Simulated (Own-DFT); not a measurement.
## Calculated data, Hf31O64 (monoclinic hafnia with one vacancy, atoms displaced)

All values are calculated (Own-DFT development build). A calculation, not a measurement: plane-wave density functional theory by an unreviewed code, no spin, of a simulated periodic cell, stress positive in tension, run twice, with PBE and with PBEsol, both on files made for PBE, so the change isn't that of files made for PBEsol, defect cell not probed for a lower state with spin; a neutral cation vacancy leaves holes that likely carry spin, which this run leaves out; hafnium file: forces about 75 meV/angstrom off all-electron values; oxygen file: force components 24 meV/angstrom off all-electron in one glass; forces on such cells passed a denser k mesh, this cell's mesh not checked; the far tail of each file's local potential was reset to the Coulomb form; each entry is a single point on an unrelaxed cell, so the pressure reflects the starting lattice, mostly measured values (interpolated for alloys), from which strain is counted, and rises with the displacements; printed positions are rounded, which can move forces by about a meV/angstrom; the program, named Own-DFT, is a retired in-house code; no spin-orbit coupling; stress was not checked against mesh or cutoff.

```cif
# cell vector a (Å): 10.2340 0.0000 0.0000
# cell vector b (Å): 0.0000 10.3500 0.0000
# cell vector c (Å): -1.6955 0.0000 10.4453
data_Hf31O64
_symmetry_space_group_name_H-M 'P 1'
_symmetry_Int_Tables_number 1
_cell_length_a 10.2340
_cell_length_b 10.3500
_cell_length_c 10.5820
_cell_angle_alpha 90.000
_cell_angle_beta 99.220
_cell_angle_gamma 90.000
_cell_volume 1106.39
loop_
_atom_site_label
_atom_site_type_symbol
_atom_site_fract_x
_atom_site_fract_y
_atom_site_fract_z
_atom_site_occupancy
Hf1 Hf 0.13620 0.02033 0.10730 1
Hf2 Hf 0.36653 0.26849 0.15002 1
Hf3 Hf 0.36665 0.47900 0.39883 1
Hf4 Hf 0.13668 0.23108 0.35431 1
O1 O 0.03190 0.16972 0.17265 1
O2 O 0.45892 0.41767 0.07495 1
O3 O 0.46339 0.33665 0.32808 1
O4 O 0.03835 0.08372 0.42620 1
O5 O 0.22542 0.37433 0.24558 1
O6 O 0.27509 0.12388 0.01196 1
O7 O 0.27552 0.11881 0.26348 1
O8 O 0.22412 0.37119 0.49345 1
Hf5 Hf 0.13896 0.02081 0.59862 1
Hf6 Hf 0.35975 0.26835 0.64148 1
Hf7 Hf 0.36091 0.48239 0.89604 1
Hf8 Hf 0.14218 0.22795 0.85359 1
O9 O 0.04332 0.16807 0.67224 1
O10 O 0.46195 0.41592 0.57828 1
O11 O 0.47159 0.33222 0.83164 1
O12 O 0.03948 0.07981 0.92177 1
O13 O 0.22755 0.38100 0.73598 1
O14 O 0.27566 0.12687 0.51158 1
O15 O 0.27337 0.12037 0.76089 1
O16 O 0.23018 0.37493 0.98773 1
Hf9 Hf 0.14015 0.51987 0.10388 1
Hf10 Hf 0.36737 0.76768 0.14704 1
Hf11 Hf 0.36089 0.97988 0.39428 1
Hf12 Hf 0.14184 0.72954 0.35540 1
O17 O 0.03654 0.66492 0.17918 1
O18 O 0.46978 0.91878 0.07328 1
O19 O 0.46438 0.83416 0.32661 1
O20 O 0.03855 0.58624 0.42073 1
O21 O 0.22218 0.88045 0.23754 1
O22 O 0.26865 0.62378 0.00382 1
O23 O 0.27378 0.61944 0.25436 1
O24 O 0.22134 0.86775 0.48847 1
Hf13 Hf 0.13466 0.51977 0.60722 1
Hf14 Hf 0.36111 0.76781 0.64451 1
Hf15 Hf 0.35848 0.98679 0.89790 1
Hf16 Hf 0.13608 0.73188 0.85392 1
O25 O 0.03890 0.66884 0.67410 1
O26 O 0.46060 0.91578 0.57919 1
O27 O 0.46741 0.83408 0.82385 1
O28 O 0.03459 0.58174 0.92316 1
O29 O 0.22455 0.87074 0.73885 1
O30 O 0.27899 0.62853 0.50701 1
O31 O 0.27742 0.61774 0.76005 1
O32 O 0.22322 0.87306 0.99475 1
Hf17 Hf 0.63743 0.02135 0.10269 1
Hf18 Hf 0.86075 0.47682 0.39340 1
Hf19 Hf 0.63916 0.22673 0.35313 1
O33 O 0.53851 0.16922 0.17420 1
O34 O 0.96185 0.41559 0.07551 1
O35 O 0.96384 0.33101 0.32798 1
O36 O 0.53575 0.08725 0.42120 1
O37 O 0.72515 0.38036 0.24074 1
O38 O 0.78056 0.12471 0.00988 1
O39 O 0.77972 0.11687 0.25930 1
O40 O 0.72362 0.37019 0.48862 1
Hf20 Hf 0.64097 0.01757 0.60708 1
Hf21 Hf 0.86567 0.26920 0.64361 1
Hf22 Hf 0.86460 0.48127 0.89439 1
Hf23 Hf 0.63642 0.23102 0.85088 1
O41 O 0.52959 0.16483 0.67268 1
O42 O 0.96055 0.41747 0.57403 1
O43 O 0.96142 0.33469 0.82501 1
O44 O 0.53412 0.08234 0.91922 1
O45 O 0.72504 0.37967 0.74057 1
O46 O 0.77480 0.12279 0.50917 1
O47 O 0.78293 0.11889 0.75984 1
O48 O 0.72575 0.37433 0.99025 1
Hf24 Hf 0.63804 0.52030 0.10260 1
Hf25 Hf 0.86467 0.77150 0.14566 1
Hf26 Hf 0.85805 0.97658 0.39355 1
Hf27 Hf 0.63721 0.72921 0.35269 1
O49 O 0.53627 0.67128 0.17307 1
O50 O 0.96465 0.91413 0.07430 1
O51 O 0.96261 0.83450 0.32766 1
O52 O 0.53465 0.58214 0.42146 1
O53 O 0.72202 0.87834 0.23757 1
O54 O 0.77577 0.62871 0.01293 1
O55 O 0.77560 0.62109 0.25560 1
O56 O 0.72325 0.87608 0.49033 1
Hf28 Hf 0.63837 0.52419 0.60567 1
Hf29 Hf 0.86370 0.76934 0.64631 1
Hf30 Hf 0.86408 0.97864 0.89838 1
Hf31 Hf 0.63872 0.73308 0.85352 1
O57 O 0.53851 0.66147 0.67122 1
O58 O 0.95869 0.91372 0.57703 1
O59 O 0.96961 0.83827 0.82562 1
O60 O 0.53902 0.58652 0.92457 1
O61 O 0.73227 0.88144 0.74201 1
O62 O 0.77808 0.63141 0.50971 1
O63 O 0.77177 0.62683 0.75839 1
O64 O 0.73074 0.87306 0.99196 1
_calc_functional 'PBE, then PBEsol'
_calc_potential_files 'PseudoDojo norm-conserving, scalar-relativistic, standard set'
_calc_wave_cutoff 72  # hartree
_calc_occupations 'Fermi-Dirac'
_calc_smearing_width 0.1  # eV
_calc_k_mesh '2 x 2 x 2 centred on Gamma'
_calc_PBE_pressure 3.77  # GPa
_calc_PBE_stress_xx -4.17  # GPa
_calc_PBE_stress_yy -3.75  # GPa
_calc_PBE_stress_zz -3.4  # GPa
_calc_PBE_stress_yz 0.06  # GPa
_calc_PBE_stress_xz 0.06  # GPa
_calc_PBE_stress_xy 0.09  # GPa
_calc_PBEsol_pressure -2.55  # GPa
_calc_PBEsol_stress_xx 2.19  # GPa
_calc_PBEsol_stress_yy 2.52  # GPa
_calc_PBEsol_stress_zz 2.94  # GPa
_calc_PBEsol_stress_yz 0.06  # GPa
_calc_PBEsol_stress_xz 0.39  # GPa
_calc_PBEsol_stress_xy 0.07  # GPa
_calc_rms_change_of_force_components_from_PBE_to_PBEsol 0.044  # eV/angstrom
```

Force:
| force element | PBE force x (eV/Å) | PBE force y (eV/Å) | PBE force z (eV/Å) | PBEsol force x (eV/Å) | PBEsol force y (eV/Å) | PBEsol force z (eV/Å) |
| --- | --- | --- | --- | --- | --- | --- |
| Hf | -0.568 | 0.491 | -0.257 | -0.544 | 0.524 | -0.275 |
| Hf | -0.435 | 0.607 | -0.429 | -0.413 | 0.648 | -0.38 |
| Hf | -1.299 | 0.01 | -0.304 | -1.262 | -0.043 | -0.264 |
| Hf | -0.989 | 0.33 | -0.984 | -0.966 | 0.29 | -0.995 |
| O | 1.07 | -0.533 | 0.165 | 1.206 | -0.592 | 0.253 |
| O | 0.804 | 0.261 | 0.743 | 0.769 | 0.262 | 0.67 |
| O | 0.827 | -0.791 | -0.169 | 0.785 | -0.786 | -0.218 |
| O | -0.594 | -0.364 | -0.325 | -0.558 | -0.373 | -0.249 |
| O | 0.074 | 0.537 | -0.814 | 0.14 | 0.515 | -0.784 |
| O | 0.397 | 0.9 | 0.201 | 0.335 | 0.853 | 0.173 |
| O | 0.149 | 0.336 | -0.286 | 0.093 | 0.325 | -0.27 |
| O | -0.188 | -0.15 | -0.39 | -0.115 | -0.147 | -0.369 |
| Hf | -0.745 | -1.003 | 0.823 | -0.72 | -0.915 | 0.762 |
| Hf | 0.212 | 0.62 | 0.772 | 0.199 | 0.652 | 0.767 |
| Hf | 0.755 | -0.56 | -0.469 | 0.709 | -0.59 | -0.421 |
| Hf | -1.17 | 0.443 | 0.559 | -1.129 | 0.369 | 0.508 |
| O | -0.793 | 0.366 | -0.252 | -0.764 | 0.368 | -0.193 |
| O | 0.654 | 0.181 | 0.137 | 0.619 | 0.19 | 0.072 |
| O | -1.262 | 0.656 | -0.393 | -1.226 | 0.62 | -0.429 |
| O | 0.289 | 0.531 | -0.196 | 0.294 | 0.504 | -0.139 |
| O | -0.265 | -0.594 | 0.67 | -0.199 | -0.58 | 0.645 |
| O | 0.35 | 0.013 | -0.154 | 0.278 | 0.007 | -0.138 |
| O | 0.466 | 0.02 | -0.073 | 0.39 | 0.032 | -0.061 |
| O | -1 | -1.089 | -0.031 | -0.905 | -1.041 | -0.039 |
| Hf | -0.973 | -0.894 | 0.36 | -0.956 | -0.828 | 0.309 |
| Hf | -1.08 | 0.856 | -0.726 | -1.048 | 0.88 | -0.66 |
| Hf | 0.331 | -0.104 | 0.449 | 0.312 | -0.136 | 0.454 |
| Hf | -0.501 | -0.272 | -0.449 | -0.488 | -0.322 | -0.461 |
| O | -0.125 | -0.161 | -0.947 | -0.111 | -0.13 | -0.874 |
| O | -1.109 | -0.888 | 0.396 | -1.087 | -0.841 | 0.341 |
| O | -0.072 | -0.026 | 0.04 | -0.078 | -0.046 | -0.018 |
| O | -0.626 | -0.648 | 0.538 | -0.59 | -0.632 | 0.571 |
| O | 0.367 | -0.451 | 0.593 | 0.415 | -0.437 | 0.581 |
| O | 0.865 | 1.116 | 0.741 | 0.78 | 1.062 | 0.713 |
| O | 0.669 | 0.155 | 0.457 | 0.586 | 0.167 | 0.441 |
| O | 0.292 | 0.608 | 0.15 | 0.346 | 0.598 | 0.143 |
| Hf | 0.915 | 0.184 | -0.978 | 0.91 | 0.215 | -0.981 |
| Hf | 0.079 | 0.084 | 0.4 | 0.063 | 0.139 | 0.413 |
| Hf | 0.644 | -1.749 | -0.271 | 0.633 | -1.725 | -0.222 |
| Hf | 0.755 | 0.063 | 0.334 | 0.742 | 0.024 | 0.288 |
| O | -0.436 | -0.304 | -0.185 | -0.417 | -0.282 | -0.127 |
| O | 0.632 | 0.298 | -0.338 | 0.601 | 0.296 | -0.376 |
| O | -0.279 | 0.264 | 0.252 | -0.265 | 0.223 | 0.191 |
| O | 0.112 | 0.571 | -0.205 | 0.123 | 0.54 | -0.149 |
| O | -0.047 | 0.912 | -0.04 | 0.009 | 0.866 | -0.04 |
| O | -0.195 | -0.04 | 0.42 | -0.248 | -0.035 | 0.412 |
| O | -0.108 | 0.479 | -0.285 | -0.169 | 0.468 | -0.275 |
| O | 0.446 | -0.554 | -0.561 | 0.487 | -0.524 | -0.549 |
| Hf | 2.05 | 1.286 | 0.285 | 2.019 | 1.285 | 0.254 |
| Hf | 0.026 | -0.217 | -1.6 | 0.009 | -0.284 | -1.543 |
| Hf | 1.864 | 0.615 | -0.701 | 1.83 | 0.552 | -0.712 |
| O | -0.647 | -0.145 | -0.358 | -0.643 | -0.122 | -0.29 |
| O | 1.001 | 0.763 | -0.142 | 1.055 | 0.895 | -0.271 |
| O | 0.307 | 0.726 | 1.113 | 0.345 | 0.738 | 1.154 |
| O | -1.02 | -0.971 | 0.38 | -0.989 | -0.965 | 0.409 |
| O | -1.064 | 0.512 | 0.645 | -1.061 | 0.571 | 0.697 |
| O | -1.141 | -0.498 | -0.884 | -1.223 | -0.612 | -0.953 |
| O | -1.143 | -0.65 | 0.734 | -1.252 | -0.719 | 0.786 |
| O | -0.015 | -0.09 | 0.181 | 0.059 | -0.084 | 0.171 |
| Hf | -0.299 | 0.538 | -0.275 | -0.257 | 0.563 | -0.301 |
| Hf | -0.814 | -0.481 | 0.344 | -0.803 | -0.419 | 0.371 |
| Hf | -1.158 | -1.058 | 1.213 | -1.132 | -1.087 | 1.236 |
| Hf | 1.49 | -0.169 | 1.32 | 1.44 | -0.191 | 1.264 |
| O | 0.901 | -0.48 | -0.199 | 0.88 | -0.447 | -0.149 |
| O | 0.694 | 0.172 | 0.473 | 0.675 | 0.176 | 0.416 |
| O | 1.31 | -0.583 | -0.222 | 1.264 | -0.58 | -0.278 |
| O | 0.077 | 0.222 | 0.07 | 0.06 | 0.2 | 0.117 |
| O | -0.094 | 0.114 | -0.62 | -0.034 | 0.11 | -0.607 |
| O | 0.21 | 0.826 | 0.545 | 0.14 | 0.789 | 0.536 |
| O | -0.62 | 0.484 | -0.542 | -0.662 | 0.468 | -0.541 |
| O | -0.828 | 0.419 | -1.092 | -0.797 | 0.487 | -1.148 |
| Hf | 1.264 | -1.398 | 0.466 | 1.265 | -1.326 | 0.429 |
| Hf | -0.509 | -0.478 | 0.275 | -0.51 | -0.425 | 0.292 |
| Hf | 0.252 | 0.986 | -0.353 | 0.211 | 0.926 | -0.334 |
| Hf | 0.766 | 0.138 | 0.272 | 0.75 | 0.095 | 0.224 |
| O | 0.099 | -0.547 | -0.209 | 0.089 | -0.502 | -0.142 |
| O | 0.813 | 0.024 | 0.607 | 0.782 | 0.043 | 0.544 |
| O | 0.647 | -0.342 | -0.052 | 0.616 | -0.345 | -0.101 |
| O | 0.512 | 0.472 | 0.013 | 0.498 | 0.444 | 0.066 |
| O | -0.121 | -0.387 | 0.226 | -0.052 | -0.388 | 0.223 |
| O | 0.359 | 0.442 | -0.425 | 0.284 | 0.433 | -0.405 |
| O | -0.283 | 0.161 | 0.754 | -0.342 | 0.167 | 0.729 |
| O | -0.728 | -0.949 | -0.301 | -0.644 | -0.904 | -0.292 |
| Hf | 0.608 | -1.286 | -0.362 | 0.596 | -1.199 | -0.369 |
| Hf | -0.226 | 0.399 | -0.171 | -0.228 | 0.446 | -0.144 |
| Hf | -0.232 | 1.278 | -0.141 | -0.255 | 1.217 | -0.108 |
| Hf | -0.028 | -0.052 | 0.474 | -0.024 | -0.102 | 0.435 |
| O | -1.225 | 1.184 | 0.251 | -1.178 | 1.158 | 0.287 |
| O | 1.33 | 0.77 | 0.007 | 1.28 | 0.749 | -0.039 |
| O | 0.098 | -0.622 | 0.077 | 0.097 | -0.635 | 0.033 |
| O | -0.666 | -0.122 | -0.321 | -0.636 | -0.133 | -0.264 |
| O | -0.776 | -0.356 | -0.226 | -0.693 | -0.35 | -0.223 |
| O | -0.286 | -0.172 | -0.143 | -0.347 | -0.169 | -0.128 |
| O | 0.728 | -0.561 | 0.353 | 0.64 | -0.535 | 0.333 |
| O | -0.775 | -0.634 | -0.428 | -0.688 | -0.618 | -0.418 |
